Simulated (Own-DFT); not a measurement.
Simulation results for SiC (2H silicon carbide, atoms displaced)

All values are calculated (Own-DFT development build). A calculation, not a measurement: plane-wave PBE density functional theory by an unreviewed code, no spin, of a simulated periodic cell, stress positive in tension, free energy of the whole cell less one offset for each atom, forces on such cells passed a denser k mesh, this cell's mesh not checked; offsets are fitted by least squares, one for each functional and potential file, so energies compare only between cells with the same atoms and settings and are not formation energies; the far tail of each file's local potential was reset to the Coulomb form; each entry is a single point on an unrelaxed cell, so the pressure reflects the starting lattice, mostly measured values (interpolated for alloys), from which strain is counted, and rises with the displacements; printed positions are rounded, which can move forces by about a meV/angstrom; the program, named Own-DFT, is a retired in-house code; no spin-orbit coupling; before rounding, a Quantum ESPRESSO 7.3.1 run of the same cell and cutoff gave forces within 1 meV/angstrom rms on each cell, which checks the program and not the settings.

```cif
# cell vector a (Å): 6.1654 0.0000 0.0000
# cell vector b (Å): -3.0827 5.3394 0.0000
# cell vector c (Å): 0.0000 0.0000 10.0681
data_SiC
_symmetry_space_group_name_H-M 'P 1'
_symmetry_Int_Tables_number 1
_cell_length_a 6.1654
_cell_length_b 6.1654
_cell_length_c 10.0681
_cell_angle_alpha 90.000
_cell_angle_beta 90.000
_cell_angle_gamma 120.000
_cell_volume 331.44
loop_
_atom_site_label
_atom_site_type_symbol
_atom_site_fract_x
_atom_site_fract_y
_atom_site_fract_z
_atom_site_occupancy
Si1 Si 0.00868 0.99365 0.99396 1
Si2 Si 0.16943 0.33491 0.24942 1
C1 C 0.99634 0.99485 0.18801 1
C2 C 0.16008 0.32616 0.44665 1
Si3 Si 0.00016 0.00365 0.49212 1
Si4 Si 0.16008 0.32253 0.75258 1
C3 C 0.01304 0.00723 0.69032 1
C4 C 0.17224 0.35116 0.93858 1
Si5 Si 0.00785 0.50056 0.99775 1
Si6 Si 0.17864 0.82545 0.25331 1
C5 C 0.99922 0.50296 0.18332 1
C6 C 0.17655 0.83747 0.43608 1
Si7 Si 0.99474 0.50189 0.48816 1
Si8 Si 0.17464 0.83182 0.75466 1
C7 C 0.00812 0.51122 0.68584 1
C8 C 0.17765 0.84468 0.93711 1
Si9 Si 0.50232 0.99487 0.00390 1
Si10 Si 0.67197 0.32665 0.26418 1
C9 C 0.50967 0.00283 0.18696 1
C10 C 0.67540 0.34174 0.43423 1
Si11 Si 0.50606 0.00476 0.49287 1
Si12 Si 0.66466 0.33727 0.75119 1
C11 C 0.49058 0.98187 0.68710 1
C12 C 0.66621 0.35555 0.92855 1
Si13 Si 0.49803 0.50468 0.99442 1
Si14 Si 0.66166 0.82213 0.24766 1
C13 C 0.50443 0.49421 0.19130 1
C14 C 0.68413 0.84699 0.44157 1
Si15 Si 0.50547 0.51929 0.49582 1
Si16 Si 0.66833 0.82625 0.74929 1
C15 C 0.48698 0.50360 0.69292 1
C16 C 0.68989 0.85549 0.93735 1
_calc_functional 'PBE'
_calc_potential_files 'PseudoDojo norm-conserving, scalar-relativistic, standard set'
_calc_wave_cutoff 42  # hartree
_calc_occupations 'Fermi-Dirac'
_calc_smearing_width 0.1  # eV
_calc_k_mesh '5 x 5 x 3 centred on Gamma'
_calc_free_energy_of_cell_above_offsets '-2.564'  # eV
_calc_pressure 5.21  # GPa
_calc_stress_xx -5.21  # GPa
_calc_stress_yy -3.78  # GPa
_calc_stress_zz -6.63  # GPa
_calc_stress_yz -1.89  # GPa
_calc_stress_xz 0.31  # GPa
_calc_stress_xy -1.08  # GPa
```

Force:
| element | x (eV/Å) | y (eV/Å) | z (eV/Å) |
| --- | --- | --- | --- |
| Si | -0.77 | 2.134 | 2.129 |
| Si | -0.131 | -0.997 | -0.166 |
| C | 1.104 | 0.107 | -0.091 |
| C | 0.487 | 2.315 | -2.608 |
| Si | 2.295 | -0.188 | 2.761 |
| Si | -0.944 | 2.067 | -0.739 |
| C | -0.597 | -1.997 | -0.9 |
| C | 0.953 | -2.144 | -0.366 |
| Si | -2.581 | 0.828 | -0.04 |
| Si | -1.898 | 1.19 | -1.703 |
| C | 0.699 | -0.702 | 1.379 |
| C | -0.484 | -0.154 | -0.304 |
| Si | 1.886 | 0.744 | 3.453 |
| Si | -0.845 | 0.114 | -1.545 |
| C | -0.926 | -1.717 | -0.265 |
| C | 1.114 | -1.393 | 0.582 |
| Si | 0.214 | 2.199 | -1.432 |
| Si | -0.513 | 0.782 | -5.608 |
| C | -0.24 | -0.498 | 1.191 |
| C | -1.644 | -0.494 | 2.837 |
| Si | -0.075 | -0.166 | 2.528 |
| Si | 0.423 | -0.407 | -2.226 |
| C | 0.994 | 2.459 | -0.611 |
| C | 1.777 | -1.786 | 2.737 |
| Si | 0.81 | 1.089 | 1.216 |
| Si | 1.132 | 1.098 | 0.002 |
| C | -0.309 | -0.428 | -0.415 |
| C | -2.015 | -1.142 | -1.957 |
| Si | -0.146 | -1.786 | 1.956 |
| Si | -0.088 | 1.586 | -0.001 |
| C | 1.939 | -0.832 | -1.647 |
| C | -1.622 | -1.881 | -0.149 |
